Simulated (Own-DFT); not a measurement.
## Calculated data, Al$_{32}$O$_{47}$ (corundum with one vacancy, atoms displaced), Al$_{16}$O$_{23}$ (corundum with two vacancies, strained, atoms displaced), Al$_{31}$GaO$_{48}$ (corundum with substituted atoms, atoms displaced)

A calculation, not a measurement: plane-wave PBE density functional theory by an unreviewed code, no spin, of a simulated periodic cell, stress positive in tension, free energy of the whole cell less one offset for each atom, defect cell not probed for a lower state with spin; oxygen file: force components 24 meV/angstrom off all-electron in one glass; forces on such cells passed a denser k mesh, this cell's mesh not checked; offsets are fitted by least squares, one for each functional and potential file, so energies compare only between cells with the same atoms and settings and are not formation energies; the far tail of each file's local potential was reset to the Coulomb form; each entry is a single point on an unrelaxed cell, so the pressure reflects the starting lattice, mostly measured values, from which strain is counted, and rises with the displacements; printed positions are rounded, which can move forces by about a meV/angstrom; the program is a retired in-house code; no spin-orbit coupling; before rounding, a Quantum ESPRESSO 7.3.1 run of the same cell and cutoff gave forces within 1 meV/angstrom rms on each cell, which checks the program and not the settings. Program: Own-DFT development build.

Settings shared by all entries: functional PBE; potential files PseudoDojo norm-conserving, scalar-relativistic, standard set; wave cutoff 72 hartree; occupations Fermi-Dirac; smearing width 0.1 eV; k mesh 3 x 3 x 3 centred on Gamma.

```yaml
- entry: 1
  formula: Al32O47
  kind: "corundum with one vacancy, atoms displaced"
  structure:
    cell_angstrom:
      - [5.494, 0.0, 8.6604]
      - [-2.747, 4.7579, 8.6604]
      - [-2.747, -4.7579, 8.6604]
    atoms_fractional:
      - [Al, 0.17716, 0.17497, 0.18725]
      - [Al, 0.33462, 0.31975, 0.31799]
      - [Al, 0.4231, 0.43076, 0.43645]
      - [Al, 0.07439, 0.07335, 0.0549]
      - [O, 0.27767, 0.47989, 0.12668]
      - [O, 0.47218, 0.11387, 0.30286]
      - [O, 0.12666, 0.26469, 0.47249]
      - [O, 0.22592, 0.02855, 0.37282]
      - [O, 0.05231, 0.37203, 0.20267]
      - [O, 0.36344, 0.21673, 0.03075]
      - [Al, 0.17431, 0.1849, 0.6702]
      - [Al, 0.31839, 0.35716, 0.81051]
      - [Al, 0.42795, 0.45221, 0.91361]
      - [Al, 0.06766, 0.0952, 0.55836]
      - [O, 0.28274, 0.45626, 0.62842]
      - [O, 0.4794, 0.10844, 0.78968]
      - [O, 0.11812, 0.273, 0.98527]
      - [O, 0.21563, 0.02057, 0.89042]
      - [O, 0.02958, 0.37899, 0.71498]
      - [O, 0.36455, 0.22501, 0.53966]
      - [Al, 0.19746, 0.67931, 0.157]
      - [Al, 0.32211, 0.82451, 0.32393]
      - [Al, 0.40725, 0.93555, 0.44918]
      - [Al, 0.07127, 0.56646, 0.07852]
      - [O, 0.28362, 0.96023, 0.11586]
      - [O, 0.4628, 0.63435, 0.28958]
      - [O, 0.1198, 0.7868, 0.47141]
      - [O, 0.20824, 0.53755, 0.3796]
      - [O, 0.02835, 0.87022, 0.21882]
      - [O, 0.38294, 0.71763, 0.01137]
      - [Al, 0.17607, 0.65329, 0.68219]
      - [Al, 0.31826, 0.82152, 0.81878]
      - [Al, 0.42598, 0.92899, 0.92399]
      - [Al, 0.07814, 0.5805, 0.57653]
      - [O, 0.26482, 0.96653, 0.63384]
      - [O, 0.46753, 0.61991, 0.77493]
      - [O, 0.1255, 0.79059, 0.96241]
      - [O, 0.22896, 0.51624, 0.87192]
      - [O, 0.03331, 0.85855, 0.7414]
      - [O, 0.36925, 0.73772, 0.51709]
      - [Al, 0.64665, 0.18869, 0.19519]
      - [Al, 0.82436, 0.31171, 0.33348]
      - [Al, 0.92636, 0.41392, 0.43989]
      - [Al, 0.57859, 0.06512, 0.08122]
      - [O, 0.79666, 0.46559, 0.11575]
      - [O, 0.96607, 0.13886, 0.26164]
      - [O, 0.62323, 0.29409, 0.46223]
      - [O, 0.73469, 0.01903, 0.36971]
      - [O, 0.53596, 0.37745, 0.22014]
      - [O, 0.87847, 0.23062, 0.01267]
      - [Al, 0.67438, 0.18081, 0.6788]
      - [Al, 0.81878, 0.31968, 0.82017]
      - [Al, 0.92072, 0.43514, 0.92755]
      - [Al, 0.54994, 0.09458, 0.56923]
      - [O, 0.7689, 0.47086, 0.63024]
      - [O, 0.99021, 0.11295, 0.77727]
      - [O, 0.63042, 0.2654, 0.97907]
      - [O, 0.71427, 0.02782, 0.88717]
      - [O, 0.50442, 0.38392, 0.7326]
      - [O, 0.88508, 0.20928, 0.52118]
      - [Al, 0.67201, 0.67246, 0.17907]
      - [Al, 0.82824, 0.81604, 0.3229]
      - [Al, 0.92012, 0.92865, 0.4212]
      - [Al, 0.57243, 0.57694, 0.0705]
      - [O, 0.75345, 0.98046, 0.13231]
      - [O, 0.59377, 0.79178, 0.48761]
      - [O, 0.72766, 0.51875, 0.3748]
      - [O, 0.548, 0.88021, 0.20279]
      - [O, 0.87587, 0.71713, 0.02632]
      - [Al, 0.67796, 0.6737, 0.67879]
      - [Al, 0.81429, 0.81943, 0.84904]
      - [Al, 0.93859, 0.91675, 0.91526]
      - [Al, 0.57838, 0.56304, 0.57336]
      - [O, 0.77782, 0.9792, 0.62485]
      - [O, 0.99361, 0.62025, 0.76185]
      - [O, 0.6109, 0.7813, 0.97593]
      - [O, 0.71412, 0.54081, 0.86398]
      - [O, 0.51999, 0.87796, 0.72747]
      - [O, 0.86558, 0.72471, 0.54186]
  results:
    "free_energy_of_cell_above_offsets [eV]": "-41.623"
    "pressure [GPa]": 15.02
    "stress_xx [GPa]": -17.48
    "stress_yy [GPa]": -14.43
    "stress_zz [GPa]": -13.14
    "stress_yz [GPa]": -0.7
    "stress_xz [GPa]": 0.15
    "stress_xy [GPa]": -1.25
    force_element: [Al, Al, Al, Al, O, O, O, O, O, O, Al, Al, Al, Al, O, O, O, O, O, O, Al, Al, Al, Al, O, O, O, O, O, O, Al, Al, Al, Al, O, O, O, O, O, O, Al, Al, Al, Al, O, O, O, O, O, O, Al, Al, Al, Al, O, O, O, O, O, O, Al, Al, Al, Al, O, O, O, O, O, Al, Al, Al, Al, O, O, O, O, O, O]
    "force_x [eV/angstrom]": [1.787, -3.287, 0.674, -4.247, 0.97, -1.478, 0.288, -0.637, -3.516, 2.107, -1.49, 1.638, -0.121, 2.915, -1.167, -0.459, 1.055, 4.486, -0.163, -0.19, -3.39, -1.109, 2.552, -0.219, -1.948, 2.678, 0.703, 2.307, 0.233, 0.692, -1.057, 0.902, -0.495, -0.71, -0.899, -0.093, 0.079, -4.413, 0.712, 0.609, 7.521, 1.582, -0.072, -1.779, -4.339, 0.18, -1.021, -3.17, -2.899, -1.551, -0.279, 0.859, 3.652, 4.459, 0.725, -2.641, -2.563, 2.182, 4.978, -2.877, -0.449, -0.448, -0.159, 0.477, 3.737, 3.969, -0.098, -1.52, -0.103, -1.578, 0.934, -2.884, -1.966, 0.264, -3.996, 2.573, 0.198, 0.479, 1.325]
    "force_y [eV/angstrom]": [1.607, 0.458, 2.497, -1.49, -0.042, 2.128, 2.236, -0.227, -1.971, 0.1, -2.772, -10.12, -7.948, -6.116, 2.068, 4.383, 2.862, 3.627, 0.521, 2.72, -1.122, 1.942, 0.442, 1.132, -2.133, -1.287, -0.558, -0.043, -0.185, -1.048, 5.034, 1.13, 0.357, 0.936, 0.505, 4.645, -3.235, 1.843, 1.905, -2.824, -0.983, 2.622, 3.837, 2.734, -0.18, -2.931, -1.944, 0.965, 0.099, -0.44, -2.836, -2.095, -0.928, -4.747, -0.18, 1.596, 2.101, 1.946, 1.242, 1.343, 0.223, 0.517, -0.051, 1.069, -1.498, -1.54, -0.534, -3.937, -1.608, 3.065, 3.718, 0.223, 2.844, -0.165, -2.379, -1.666, -2.995, 1.007, 0.526]
    "force_z [eV/angstrom]": [-3.987, -0.053, -1.348, 3.988, -0.659, 0.343, 2.268, 0.279, 0.639, 2.962, -0.165, -3.765, -3.158, -0.365, 0.239, 0.796, -0.42, -3.143, -0.269, -0.95, -0.008, 0.869, -3.073, 0.954, 1.767, -2.121, -0.367, -0.203, -0.143, 0.925, 4.578, 2.25, -1.33, -3.884, 1.678, 2.762, -0.551, 3.538, -2.042, -0.678, -1.008, -0.541, 0.27, -0.834, 0.943, 0.222, -0.704, 0.144, 0.482, -0.901, -1.995, 2.673, -1.927, 2.437, -0.934, -0.924, -0.4, -0.765, 1.284, 0.14, 1.039, -0.971, 1.473, 0.265, 2.451, 1.365, 0.183, -2.572, 0.488, -0.464, -1.774, 1.536, 0.41, 0.105, -0.424, 1.061, 1.469, -0.986, -0.471]
- entry: 2
  formula: Al16O23
  kind: "corundum with two vacancies, strained, atoms displaced"
  structure:
    cell_angstrom:
      - [5.403, 0.033, 8.7267]
      - [-2.8157, 5.0058, 8.8173]
      - [-2.6259, -4.611, 8.6606]
    atoms_fractional:
      - [Al, 0.16996, 0.1653, 0.18182]
      - [Al, 0.33774, 0.31841, 0.31675]
      - [Al, 0.43119, 0.42243, 0.42312]
      - [Al, 0.0803, 0.07667, 0.05997]
      - [O, 0.27393, 0.47965, 0.1225]
      - [O, 0.46804, 0.12921, 0.2823]
      - [O, 0.13498, 0.28125, 0.4652]
      - [O, 0.21635, 0.03464, 0.37012]
      - [O, 0.0139, 0.38549, 0.22582]
      - [O, 0.38908, 0.21295, 0.02529]
      - [Al, 0.17533, 0.18109, 0.68827]
      - [Al, 0.32192, 0.32938, 0.83213]
      - [Al, 0.4233, 0.43237, 0.92375]
      - [Al, 0.07772, 0.06717, 0.56071]
      - [O, 0.27809, 0.46628, 0.62784]
      - [O, 0.46814, 0.12041, 0.78074]
      - [O, 0.12836, 0.27418, 0.97502]
      - [O, 0.02625, 0.3762, 0.72083]
      - [O, 0.36935, 0.21888, 0.54774]
      - [Al, 0.17342, 0.67004, 0.1717]
      - [Al, 0.32875, 0.8264, 0.31759]
      - [Al, 0.42428, 0.92325, 0.43056]
      - [Al, 0.07464, 0.57172, 0.07638]
      - [O, 0.29579, 0.9697, 0.10501]
      - [O, 0.46649, 0.62172, 0.28416]
      - [O, 0.12048, 0.78369, 0.47356]
      - [O, 0.21925, 0.53957, 0.36926]
      - [O, 0.02714, 0.87881, 0.22064]
      - [Al, 0.17974, 0.68091, 0.66412]
      - [Al, 0.31704, 0.82947, 0.8221]
      - [Al, 0.43154, 0.92196, 0.92743]
      - [Al, 0.07012, 0.57769, 0.58146]
      - [O, 0.27819, 0.9706, 0.63036]
      - [O, 0.4828, 0.62479, 0.77319]
      - [O, 0.13044, 0.77722, 0.9735]
      - [O, 0.2251, 0.52736, 0.8738]
      - [O, 0.03744, 0.86965, 0.72109]
      - [O, 0.37005, 0.72232, 0.53229]
      - [Al, 0.68798, 0.17281, 0.17715]
      - [Al, 0.83475, 0.31485, 0.33076]
      - [Al, 0.9185, 0.43628, 0.42488]
      - [Al, 0.57655, 0.07622, 0.0736]
      - [O, 0.76542, 0.47423, 0.13122]
      - [O, 0.97613, 0.12078, 0.2768]
      - [O, 0.62142, 0.27333, 0.46574]
      - [O, 0.72016, 0.03172, 0.378]
      - [O, 0.5275, 0.38038, 0.22204]
      - [O, 0.87543, 0.21529, 0.02843]
      - [Al, 0.67815, 0.17114, 0.67826]
      - [Al, 0.81291, 0.3335, 0.82166]
      - [Al, 0.93549, 0.43263, 0.92163]
      - [Al, 0.58004, 0.06952, 0.57657]
      - [O, 0.78167, 0.47063, 0.61622]
      - [O, 0.98048, 0.11844, 0.77795]
      - [O, 0.61929, 0.27999, 0.97691]
      - [O, 0.72294, 0.02411, 0.87127]
      - [O, 0.51798, 0.38735, 0.72413]
      - [O, 0.88085, 0.21956, 0.52692]
      - [Al, 0.6786, 0.67545, 0.16733]
      - [Al, 0.8253, 0.82351, 0.32502]
      - [Al, 0.91767, 0.92641, 0.42934]
      - [Al, 0.57666, 0.57383, 0.07966]
      - [O, 0.77091, 0.97761, 0.12822]
      - [O, 0.96385, 0.62382, 0.28025]
      - [O, 0.63338, 0.76816, 0.47763]
      - [O, 0.72784, 0.5219, 0.37458]
      - [O, 0.52351, 0.87503, 0.22587]
      - [O, 0.87489, 0.71726, 0.03288]
      - [Al, 0.67994, 0.67108, 0.68543]
      - [Al, 0.82089, 0.82542, 0.81833]
      - [Al, 0.9354, 0.93182, 0.91643]
      - [Al, 0.56088, 0.59244, 0.57511]
      - [O, 0.78153, 0.97994, 0.61897]
      - [O, 0.97344, 0.63045, 0.78008]
      - [O, 0.63264, 0.79105, 0.96504]
      - [O, 0.71915, 0.53038, 0.87973]
      - [O, 0.52703, 0.88941, 0.7213]
      - [O, 0.87037, 0.72441, 0.52314]
  results:
    "free_energy_of_cell_above_offsets [eV]": "-48.535"
    "pressure [GPa]": 8.61
    "stress_xx [GPa]": -14.83
    "stress_yy [GPa]": -5.63
    "stress_zz [GPa]": -5.37
    "stress_yz [GPa]": 4.62
    "stress_xz [GPa]": -0.96
    "stress_xy [GPa]": -7.39
    force_element: [Al, Al, Al, Al, O, O, O, O, O, O, Al, Al, Al, Al, O, O, O, O, O, Al, Al, Al, Al, O, O, O, O, O, Al, Al, Al, Al, O, O, O, O, O, O, Al, Al, Al, Al, O, O, O, O, O, O, Al, Al, Al, Al, O, O, O, O, O, O, Al, Al, Al, Al, O, O, O, O, O, O, Al, Al, Al, Al, O, O, O, O, O, O]
    "force_x [eV/angstrom]": [1.12, -2.59, -1.42, 0.944, 0.874, 1.369, -0.839, 2.263, 2.934, -2.56, 0.328, 1.589, 0.887, -2.639, -0.891, -0.072, -0.685, -1.624, 1.375, -0.054, -0.006, 0.651, -1.008, -4.208, -0.037, 0.439, -0.098, 0.159, -0.8, 0.909, 2.134, 1.742, 0.883, -1.855, -0.969, -0.986, -0.416, 0.313, -1.529, -2.051, 2.515, 0.218, 2.081, -0.209, 1.486, 0.774, 0.736, 0.323, -1.322, 1.529, -0.672, -2.613, -2.041, -1.181, 0.433, 0.062, 1.813, -0.892, -0.225, 0.195, 1.99, -1.549, 1.119, 0.344, -1.472, -2.333, 0.343, 0.501, -0.948, 1.009, -0.651, 3.046, 0.29, 0.212, -1.168, 1.032, 1.375, 0.272]
    "force_y [eV/angstrom]": [2.129, -0.018, -0.599, -0.356, -0.526, -1.106, -0.191, -0.582, -0.339, 0.292, -0.786, 0.114, -0.499, -0.951, 0.647, 0.764, 0.613, 0.702, 1.759, -0.078, -0.02, 0.84, 0.26, -2.456, 1.229, 0.229, -0.95, -0.235, -1.941, -0.326, 1.424, 1.049, 0.802, -0.53, 0.133, 0.1, 0.436, 1.518, -0.152, 1.204, -0.663, -0.329, 0.3, -0.017, -0.464, -0.289, -0.705, 1.312, 0.799, -0.851, -1.325, 1.272, -1.735, 0.991, 0.612, -0.278, -0.057, -0.532, -1.505, 0.575, 1.0, 0.387, -0.151, 1.377, 1.465, 0.348, -0.066, 1.006, 1.336, 0.82, -1.1, -1.17, -0.804, -0.367, -2.007, 0.07, -1.853, -1.008]
    "force_z [eV/angstrom]": [1.052, 0.553, -0.448, -1.276, -0.362, -0.797, -0.861, -0.629, -0.754, -0.934, -1.765, -1.052, 0.238, 3.65, 0.621, 1.694, 0.196, 1.311, -0.345, 2.6, -1.055, 1.13, -0.847, 2.366, 1.114, -0.039, 0.163, -0.444, 0.085, 2.143, -2.169, -1.599, -1.166, 0.38, -1.506, 0.008, -0.263, 0.497, -1.201, -1.114, -0.37, 0.132, 0.477, -0.02, 2.532, -0.669, -1.188, 1.161, -0.006, 0.153, -1.061, 0.275, 2.015, 0.006, 0.235, 1.321, -0.547, -0.823, 1.603, -0.617, -0.173, -1.634, -0.272, 1.249, -0.738, -0.399, 0.349, 0.339, -0.876, 2.861, -0.633, -0.839, -0.111, -1.208, -1.783, 0.006, -1.852, 1.928]
- entry: 3
  formula: Al31GaO48
  kind: "corundum with substituted atoms, atoms displaced"
  structure:
    cell_angstrom:
      - [5.494, 0.0, 8.6604]
      - [-2.747, 4.7579, 8.6604]
      - [-2.747, -4.7579, 8.6604]
    atoms_fractional:
      - [Al, 0.17555, 0.17581, 0.17941]
      - [Al, 0.33266, 0.32193, 0.3151]
      - [Al, 0.42713, 0.42722, 0.42379]
      - [Al, 0.06846, 0.08691, 0.06267]
      - [O, 0.27199, 0.46903, 0.12569]
      - [O, 0.48312, 0.12903, 0.27726]
      - [O, 0.12759, 0.28397, 0.46563]
      - [O, 0.21967, 0.03181, 0.37316]
      - [O, 0.02781, 0.37844, 0.2243]
      - [O, 0.39088, 0.20866, 0.02512]
      - [Al, 0.17935, 0.17079, 0.66866]
      - [Al, 0.32541, 0.31858, 0.83095]
      - [Al, 0.42709, 0.43316, 0.92447]
      - [Al, 0.07836, 0.07836, 0.57251]
      - [O, 0.28458, 0.46362, 0.62817]
      - [O, 0.46937, 0.12359, 0.77572]
      - [O, 0.14281, 0.26994, 0.96195]
      - [O, 0.22252, 0.03203, 0.87082]
      - [O, 0.02898, 0.36903, 0.73581]
      - [O, 0.38353, 0.22016, 0.53244]
      - [Al, 0.17668, 0.67751, 0.16722]
      - [Al, 0.32705, 0.81632, 0.32016]
      - [Al, 0.42736, 0.92652, 0.42001]
      - [Al, 0.07728, 0.56765, 0.07824]
      - [O, 0.29569, 0.96359, 0.11567]
      - [O, 0.46313, 0.62892, 0.27561]
      - [O, 0.12014, 0.77934, 0.47751]
      - [O, 0.22027, 0.52618, 0.36936]
      - [O, 0.03301, 0.87552, 0.21412]
      - [O, 0.37569, 0.71838, 0.02449]
      - [Al, 0.17622, 0.67534, 0.6696]
      - [Al, 0.32625, 0.82319, 0.8165]
      - [Al, 0.43075, 0.92303, 0.92431]
      - [Al, 0.0715, 0.57355, 0.57942]
      - [O, 0.27075, 0.96923, 0.62971]
      - [O, 0.46272, 0.64333, 0.77322]
      - [O, 0.11572, 0.77742, 0.9744]
      - [O, 0.21077, 0.53908, 0.87933]
      - [O, 0.02561, 0.87833, 0.71403]
      - [O, 0.3728, 0.73539, 0.5195]
      - [Al, 0.68532, 0.16878, 0.1684]
      - [Al, 0.83261, 0.31872, 0.32316]
      - [Al, 0.91948, 0.42952, 0.42978]
      - [Al, 0.5881, 0.05717, 0.08222]
      - [O, 0.78225, 0.46815, 0.12897]
      - [O, 0.96212, 0.12725, 0.28421]
      - [O, 0.62573, 0.2627, 0.47676]
      - [O, 0.71797, 0.0307, 0.37106]
      - [O, 0.52144, 0.37749, 0.22684]
      - [O, 0.87285, 0.22105, 0.03685]
      - [Ga, 0.67811, 0.1724, 0.68004]
      - [Al, 0.8314, 0.32912, 0.81513]
      - [Al, 0.91988, 0.43069, 0.92213]
      - [Al, 0.57968, 0.07107, 0.56324]
      - [O, 0.77926, 0.47018, 0.63206]
      - [O, 0.97963, 0.12896, 0.76452]
      - [O, 0.6234, 0.27356, 0.97444]
      - [O, 0.7231, 0.02817, 0.87989]
      - [O, 0.53225, 0.36991, 0.72374]
      - [O, 0.87224, 0.21668, 0.53436]
      - [Al, 0.67903, 0.68372, 0.17165]
      - [Al, 0.81423, 0.8338, 0.33045]
      - [Al, 0.93585, 0.91454, 0.41976]
      - [Al, 0.57907, 0.57606, 0.06436]
      - [O, 0.77579, 0.96437, 0.13001]
      - [O, 0.96457, 0.62699, 0.27601]
      - [O, 0.61468, 0.77937, 0.48079]
      - [O, 0.71846, 0.52402, 0.38879]
      - [O, 0.52148, 0.87547, 0.21695]
      - [O, 0.8675, 0.73698, 0.02038]
      - [Al, 0.67652, 0.68104, 0.66504]
      - [Al, 0.8224, 0.81549, 0.83088]
      - [Al, 0.93416, 0.92036, 0.92364]
      - [Al, 0.56983, 0.56059, 0.58672]
      - [O, 0.78062, 0.9713, 0.62228]
      - [O, 0.97196, 0.63221, 0.77668]
      - [O, 0.62847, 0.7822, 0.969]
      - [O, 0.72067, 0.52935, 0.8727]
      - [O, 0.52433, 0.8814, 0.72227]
      - [O, 0.8688, 0.72155, 0.53287]
  results:
    "free_energy_of_cell_above_offsets [eV]": "-52.734"
    "pressure [GPa]": 10.41
    "stress_xx [GPa]": -11.01
    "stress_yy [GPa]": -10.03
    "stress_zz [GPa]": -10.2
    "stress_yz [GPa]": 0.04
    "stress_xz [GPa]": 0.1
    "stress_xy [GPa]": -0.24
    force_element: [Al, Al, Al, Al, O, O, O, O, O, O, Al, Al, Al, Al, O, O, O, O, O, O, Al, Al, Al, Al, O, O, O, O, O, O, Al, Al, Al, Al, O, O, O, O, O, O, Al, Al, Al, Al, O, O, O, O, O, O, Ga, Al, Al, Al, O, O, O, O, O, O, Al, Al, Al, Al, O, O, O, O, O, O, Al, Al, Al, Al, O, O, O, O, O, O]
    "force_x [eV/angstrom]": [1.449, -1.27, 0.578, 2.305, 0.719, -0.033, 0.012, 0.203, 0.191, -1.95, 0.471, 1.864, 0.156, -0.255, -1.152, -0.359, -3.483, -0.28, 0.369, -1.73, -0.476, -1.131, -0.892, -1.445, -2.63, 1.565, 1.434, -1.19, -0.997, 0.308, -0.563, -2.659, -0.305, 1.242, 1.127, 2.904, 1.796, 2.224, 0.176, 0.451, -1.968, -2.114, 0.616, -1.448, -0.209, 2.559, 0.267, 1.653, 1.759, -0.313, 0.028, -0.494, 0.568, -1.094, -0.346, -1.653, 0.979, 0.619, -2.699, 2.065, -0.071, 1.572, -1.933, -1.647, 0.713, -0.557, 1.329, 0.343, 0.319, 0.994, -1.768, 0.182, -1.049, -0.506, 1.159, 0.856, -0.302, 0.341, 1.274, 1.23]
    "force_y [eV/angstrom]": [0.383, 0.033, -0.973, -1.602, 0.331, -1.698, -0.58, 0.059, -0.797, 0.367, 0.175, 0.232, -1.245, -0.365, 1.233, -0.487, -0.948, -0.411, 1.336, 0.605, -0.746, 1.018, -0.229, 0.984, -0.739, -0.563, 0.13, -0.408, -0.241, 0.262, -0.026, 0.501, 1.432, 0.071, 1.186, -2.798, -0.079, -0.036, -0.309, -2.061, 0.704, -0.764, 0.019, 2.42, 1.144, 0.215, 3.112, -0.416, 1.073, 1.417, -1.135, -1.933, -0.662, -0.994, 1.204, -1.078, 1.056, -0.907, 0.789, 2.179, -1.409, -0.604, 0.841, -1.336, 0.294, 0.029, 0.923, 1.267, -0.428, -2.361, -0.998, 3.234, 1.582, 2.544, -1.145, -1.658, -1.435, 0.206, -0.64, 0.659]
    "force_z [eV/angstrom]": [-0.397, 1.194, -0.412, 1.138, 0.645, -2.396, -0.077, 0.432, -1.24, 0.208, 2.386, 0.077, -0.858, -2.386, 0.283, 0.531, -0.592, -0.987, -0.827, -2.655, 0.533, 0.623, -0.019, -0.235, 0.201, 0.204, -0.78, 1.045, 0.328, 0.038, 1.694, 2.166, -0.353, -0.693, 0.044, -2.274, 1.606, -0.819, 0.947, -0.828, 0.812, -0.255, 0.04, -1.543, -0.307, -0.451, 0.981, -0.221, -0.18, -0.946, -1.53, -0.57, 1.834, 2.242, -0.809, 0.711, 1.478, 0.386, 1.175, 1.751, -0.718, -1.61, 1.688, 0.31, 0.869, 0.895, 0.257, -1.094, 1.731, 0.261, 0.646, 1.072, -1.419, 0.265, -1.349, -1.86, -1.317, 0.072, -1.148, 0.357]
```
